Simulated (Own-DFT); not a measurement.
# Computed records: Al3GaN4 (wurtzite random alloy, strained, atoms displaced)

A calculation, not a measurement: plane-wave PBE density functional theory by an unreviewed code, no spin, of a simulated periodic cell, stress positive in tension, free energy of the whole cell less one offset for each atom, forces on such cells passed a denser k mesh, this cell's mesh not checked; offsets are fitted by least squares, one for each functional and potential file, so energies compare only between cells with the same atoms and settings and are not formation energies; the far tail of each file's local potential was reset to the Coulomb form; each entry is a single point on an unrelaxed cell, so the pressure reflects the starting lattice, mostly measured values, from which strain is counted, and rises with the displacements; printed positions are rounded, which can move forces by about a meV/angstrom; the program is a retired in-house code; no spin-orbit coupling. Program: Own-DFT development build.

Al3GaN4 (wurtzite random alloy, strained, atoms displaced)

```xyz
72
Lattice="9.6286 0.0000 0.0000 -4.8143 8.3386 0.0000 0.0000 0.0000 10.0655" Properties=species:S:1:pos:R:3 Al3GaN4
Ga     0.0633     1.9056     0.0669
Al     1.6398     1.0279     2.4817
N     -0.0022     1.9916     1.9540
N      1.5979     0.9238     4.4272
Ga    -0.0641     1.8122     5.0546
Al     1.6453     1.0367     7.5130
N     -0.0081     1.8884     6.9754
N      1.5564     0.9533     9.4865
Al    -1.6554     4.6480    10.0194
Al     0.0156     3.7113     2.5056
N     -1.6952     4.5750     1.8865
N      0.0205     3.7693     4.4550
Al    -1.5690     4.6006     4.9687
Al    -0.0493     3.7152     7.4889
N     -1.5964     4.6498     7.0278
N      0.0290     3.7010     9.4783
Al    -3.2023     7.3696     0.0218
Al    -1.6483     6.5790     2.5146
N     -3.1389     7.3392     1.9428
N     -1.6154     6.5554     4.4066
Al    -3.2147     7.3344     5.0704
Al    -1.6475     6.4709     7.5578
N     -3.2205     7.3684     6.9602
N     -1.5718     6.4089     9.3950
Ga     3.2471     1.8992     0.0055
Al     4.7693     0.9776     2.5209
N      3.2353     1.8008     1.9989
N      4.7410     0.9448     4.3732
Ga     3.2569     1.8535     5.0684
Ga     4.8259     1.0050     7.5011
N      3.2936     1.8659     6.9661
N      4.8759     0.9719     9.4318
Ga     1.6514     4.5495    10.0153
Al     3.2260     3.6717     2.5532
N      1.6417     4.6149     1.7745
N      3.2211     3.6135     4.4083
Al     1.5526     4.6349     5.0171
Ga     3.0767     3.6051     7.5284
N      1.5640     4.5925     6.9155
N      3.2134     3.7510     9.4433
Al    -0.0528     7.4168    10.0411
Al     1.5656     6.4679     2.5796
N     -0.0383     7.3295     1.8914
N      1.5746     6.4508     4.4739
Al     0.0039     7.4413     5.0153
Al     1.5524     6.5394     7.6059
N     -0.0810     7.3861     6.9239
N      1.5470     6.3857     9.5120
Al     6.4167     1.8462    10.0573
Al     8.0585     0.9315     2.4491
N      6.4034     1.8407     1.8687
N      7.9854     0.9081     4.4025
Al     6.3766     1.8300     5.0476
Al     7.9502     0.9220     7.5732
N      6.4705     1.8025     6.8691
N      8.0967     0.9286     9.3845
Al     4.7473     4.5885    10.0554
Al     6.3895     3.7375     2.4982
N      4.8937     4.6386     1.8943
N      6.3570     3.7309     4.4256
Ga     4.8411     4.6771     5.0643
Ga     6.3643     3.6684     7.5149
N      4.7852     4.6567     6.8985
N      6.4112     3.6325     9.4834
Al     3.2600     7.4156    10.0631
Al     4.9072     6.5347     2.5320
N      3.1832     7.4728     1.9605
N      4.7470     6.4382     4.4412
Al     3.1268     7.4021     5.0681
Al     4.8955     6.5425     7.6130
N      3.2223     7.4396     6.9761
N      4.8857     6.4410     9.5196
```

It was run with functional PBE, potential files PseudoDojo norm-conserving, scalar-relativistic, standard set with the stringent files for Ga, wave cutoff 96 hartree, occupations Gaussian, smearing width 0.01 eV and k mesh 4 x 4 x 3 centred on Gamma.

Results for Al3GaN4 (wurtzite random alloy, strained, atoms displaced): free energy of cell above offsets -22.782 eV; pressure -3.12 GPa; stress xx 5.93 GPa; stress yy 6.61 GPa; stress zz -3.17 GPa; stress yz 0.16 GPa; stress xz -0.28 GPa; stress xy 0.77 GPa.

Force:
```
element  x (eV/Å)  y (eV/Å)  z (eV/Å)
     Ga    -1.337     0.194    -1.362
     Al    -0.984    -1.318     1.131
      N     0.445    -2.675     0.829
      N    -0.203    -0.876     0.004
     Ga     0.786     0.245    -0.488
     Al     -1.07    -1.543      0.43
      N    -0.015    -0.511     0.444
      N     1.882     -1.32    -0.597
     Al     0.766    -1.228     0.525
     Al    -0.544     1.988    -0.219
      N     1.508     1.133     0.447
      N    -0.577    -0.528    -0.979
     Al     -1.15     1.004     0.631
     Al     0.475    -0.058       1.2
      N    -0.294    -0.119    -1.762
      N     -1.38     0.388    -1.221
     Al     0.642     0.305    -0.365
     Al     1.716    -2.391     0.321
      N    -1.892     2.577    -1.058
      N     0.203     -1.07     0.609
     Al    -0.459     1.049    -0.799
     Al     0.402    -0.033    -0.887
      N     0.601     1.382      0.23
      N    -0.864     1.627     1.373
     Ga    -0.204    -0.719      0.11
     Al     1.725    -1.401    -0.684
      N    -0.457     1.419    -1.167
      N      2.25    -1.039     0.982
     Ga    -1.479    -0.275    -1.101
     Ga     0.953    -1.935     0.616
      N    -2.121    -0.967     0.038
      N    -0.532    -1.118      0.75
     Ga    -1.629     1.087    -0.538
     Al     0.234     0.903    -0.819
      N     0.066    -0.106     4.561
      N    -1.011     2.107     0.226
     Al     1.358    -0.545     0.373
     Ga     1.376     2.824    -0.236
      N    -0.624     1.035     0.125
      N      1.17    -1.249    -0.081
     Al     0.894    -0.661     0.076
     Al     0.445     -0.03    -1.811
      N     0.315     1.372      0.44
      N     -0.11     0.517    -0.228
     Al    -0.842    -0.312    -0.074
     Al     0.361    -0.941    -0.527
      N     0.902     0.307     0.173
      N     0.823     2.709    -0.947
     Al     0.988    -0.119     0.055
     Al     -0.92     0.729     0.759
      N     -0.06    -0.042     0.907
      N    -0.864    -0.268    -0.044
     Al     0.335     0.546     -2.12
     Al     1.832    -0.134    -0.913
      N    -0.406      0.31     0.616
      N    -1.281    -0.508     2.029
     Al     1.843     0.442     0.295
     Al     0.429    -0.965    -0.018
      N    -1.944      0.24     0.159
      N     1.962     -1.15    -0.064
     Ga    -1.015    -0.964    -1.162
     Ga     0.386     0.689     0.269
      N    -0.238     0.304     2.638
      N    -0.546     0.828    -0.096
     Al    -0.871    -0.229     0.069
     Al    -1.616    -0.973    -0.104
      N     0.845    -1.046    -0.631
      N      0.48     2.225    -0.367
     Al     1.166     0.011    -0.434
     Al    -1.644    -1.046    -0.661
      N    -0.503    -0.424     0.349
      N     -0.88     0.338    -0.221
```
